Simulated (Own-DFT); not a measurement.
# Misfit strain and the stress it brings: wurtzite GaN, 72 atoms (Ga36N36)

The numbers are computed, not measured, by runs of the plane-wave DFT program Own-DFT (in-house, retired, unreviewed) at fixed positions, with no spin and no spin-orbit coupling.

Settings: PBE; PseudoDojo norm-conserving scalar-relativistic files (stringent for Ga); cutoff 96 hartree; 4 x 4 x 3 k mesh centred on Gamma; Gaussian smearing of 0.01 eV.

Keep in mind: forces not confirmed at this smearing and k mesh; stress not checked against mesh or cutoff.

Unstrained cell vectors in Å: (9.567, 0.000, 0.000); (-4.784, 8.285, 0.000); (0.000, 0.000, 10.370). The unstrained cell has measured lattice constants (interpolated for alloys), not those of this functional. That, the random moves and any unrelaxed bonds set the pressure at no strain. Each run strains x and y alike by e, as a substrate would, and holds the height along z. Each coordinate of each atom was shifted by a normal deviate of width 0.05 Å. Stress is positive in tension.

```
e (%)  u (Å)  (s_xx + s_yy)/2 (GPa)  s_zz (GPa)
-3.00  0.051                 -25.20      -13.88
-2.50  0.048                 -23.18       -9.95
-1.25  0.044                 -14.30       -7.82
-1.00  0.047                 -11.85       -9.93
-0.50  0.046                  -9.55       -7.49
 0.25  0.051                  -6.00       -7.11
 0.75  0.049                      ?           ?
 1.00  0.053                  -2.50       -5.77
 2.00  0.053                   2.91       -5.68
 2.50  0.048                   5.18       -5.22
```

## Worked fit

With e as a fraction, the in-plane stress is -7.1 + 544 e - 2526 e² GPa (errors 13 and 737, scatter 0.65), and s_zz is -7.7 + 132 e GPa (slope ± 24, scatter 1.28). At e = 0 the first slope is C11 + C12 and the second 2 C13, both with the ions held to the strained lattice and at the cell's own pressure. The term in e² is negative: the layer stiffens under compression and softens under tension. A free layer would change its height as e changes, and the in-plane slope would drop by 2 C13²/C33 to the biaxial modulus. At fixed height, a misfit of 1 % moves the in-plane stress by about 5.4 GPa and s_zz by 1.3 GPa.

## The run left out

Q: what are the two stresses at e = 0.75 %?

From the fit: -3.1 and -6.7 GPa. The hidden result is -3.39 and -5.26 GPa.
